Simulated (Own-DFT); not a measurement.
# How strain changes the stress of wurtzite AlN, 72 atoms (Al36N36)

All numbers below are calculated, not measured. The program, named Own-DFT, is a retired in-house plane-wave density functional code that no person has reviewed. Each row is one single-point run on a periodic cell that was not relaxed, without spin or spin-orbit coupling.

Settings of every run: PBE; PseudoDojo norm-conserving scalar-relativistic files; cutoff 42 hartree; 3 x 3 x 2 k mesh centred on Gamma; Fermi-Dirac smearing of 0.1 eV.

Known limits: forces on such cells moved up to 12 meV/angstrom on a denser k mesh; stress not checked against mesh or cutoff.

Unstrained cell vectors in Å: (9.336, 0.000, 0.000); (-4.668, 8.085, 0.000); (0.000, 0.000, 9.964). The unstrained cell has measured lattice constants (interpolated for alloys), not those of this functional. That, the random moves and any unrelaxed bonds set the pressure at no strain. Each run strains this cell uniformly, with the atoms carried along. Every atom was also moved at random, by a Gaussian of width 0.05 Å on each axis. Strain is the symmetric tensor, in per cent. Stress is positive in tension, and the pressure is minus a third of its trace.

```
run,e_xx (%),e_yy (%),e_zz (%),e_yz (%),e_xz (%),e_xy (%),s_xx (GPa),s_yy (GPa),s_zz (GPa),s_yz (GPa),s_xz (GPa),s_xy (GPa),P (GPa),E (meV/atom)
1,1.15,0.89,1.64,1.60,0.26,-0.78,-0.56,0.84,3.70,3.93,0.28,-2.73,-1.33,6.7
2,-1.64,-1.40,-0.01,-1.93,-1.78,-1.45,-14.22,-15.94,-7.97,-4.93,-4.65,-4.97,12.71,22.7
3,-0.67,-1.11,0.16,-1.71,1.87,1.44,-12.11,-11.40,-4.91,-4.49,4.67,5.42,9.47,17.9
4,-1.60,-1.53,0.06,1.44,-1.29,-0.01,-19.47,-13.71,-8.16,4.39,-3.78,1.98,13.78,46.5
5,-0.50,-0.61,-2.00,0.61,-0.41,-1.62,-11.11,-13.63,-14.26,1.73,-1.11,-6.06,13.00,32.0
6,0.50,-0.53,0.25,0.57,0.49,-0.48,-3.79,-7.72,-4.45,0.72,2.04,-1.05,5.32,1.3
7,0.68,-1.95,1.14,0.19,-1.44,1.46,-2.74,-14.35,-1.18,0.79,-3.56,4.28,6.09,2.9
8,-1.58,-1.42,-0.11,1.64,-1.90,-0.03,-13.53,-15.63,-10.57,3.47,-4.73,-2.03,13.25,36.9
9,0.19,0.11,1.71,1.11,-0.93,-1.33,-2.23,-4.07,0.41,2.39,-3.02,-3.31,1.96,5.1
10,1.30,-1.34,1.31,-1.15,-1.38,1.40,-0.07,-11.83,1.81,-2.88,-3.30,4.92,3.36,7.2
11,1.81,1.75,0.06,0.63,-0.64,-1.04,3.27,3.03,-1.68,1.62,-1.75,-3.68,-1.54,0.0
12,1.98,-1.87,1.17,1.28,0.84,1.44,1.59,-12.72,-0.67,3.30,0.84,6.95,3.94,19.9
13,0.98,1.05,0.43,-1.18,1.90,-1.22,-0.37,-0.23,-1.22,-2.36,4.47,-4.85,0.61,8.9
14,-0.31,-0.76,-0.50,-1.46,0.51,-0.88,-8.09,-13.84,-7.12,-5.47,1.93,-2.55,9.68,22.9
15,-1.75,-1.18,-1.35,1.54,1.54,1.52,-19.25,-15.48,-12.98,3.68,3.61,6.87,15.90,42.0
16,-1.90,-0.11,-1.24,1.58,-1.75,1.59,-14.47,-13.18,-12.39,6.95,-4.33,5.84,13.34,30.6
17,-0.37,1.76,0.33,-1.53,-0.26,-1.30,-4.90,1.56,-3.44,-4.25,-0.82,-5.49,2.26,1.1
18,-0.12,1.59,1.35,0.50,0.63,0.75,?,?,?,?,?,?,?,?
```

E is the free energy for each atom above the lowest run shown.

## Worked fit

Each stress component was fitted by least squares to a constant and the strains of the runs shown, as fractions, with shears doubled. Shear strains stay in the fit of a normal stress only where such slopes are resolved. The slopes, in GPa:

| stress | at no strain | per e_xx | per e_yy | per e_zz | scatter |
|---|---|---|---|---|---|
| s_xx | -6.3 | 458 ± 49 | 114 ± 41 | 103 ± 58 | 1.86 |
| s_yy | -7.2 | 74 ± 32 | 482 ± 26 | 169 ± 38 | 1.20 |
| s_zz | -5.2 | 134 ± 25 | 69 ± 21 | 373 ± 30 | 0.97 |

Each shear stress against twice its own strain: yz 131 ± 9, xz 122 ± 6, xy 173 ± 14 GPa. These are stiffnesses along x, y and z of the frame in which the cell vectors are given, which need not be the crystal's axes. The atoms are held to the strained lattice; where symmetry lets them move under strain, relaxing them would lower some slopes. The table should be nearly symmetric about its diagonal, and what it lacks of that shows the noise. A ninth of its sum, 219 ± 3 GPa, estimates the bulk modulus near the mean pressure of these runs, 7.2 GPa, so it lies above the value at zero pressure.

## Withheld run

Question: what normal stresses and pressure should run 18 give?

The fit gives s_xx = -3.7, s_yy = 2.7, s_zz = 0.8 and P = 0.1 GPa. The calculation gave -2.85, 0.94, 1.35 and P = 0.19 GPa.
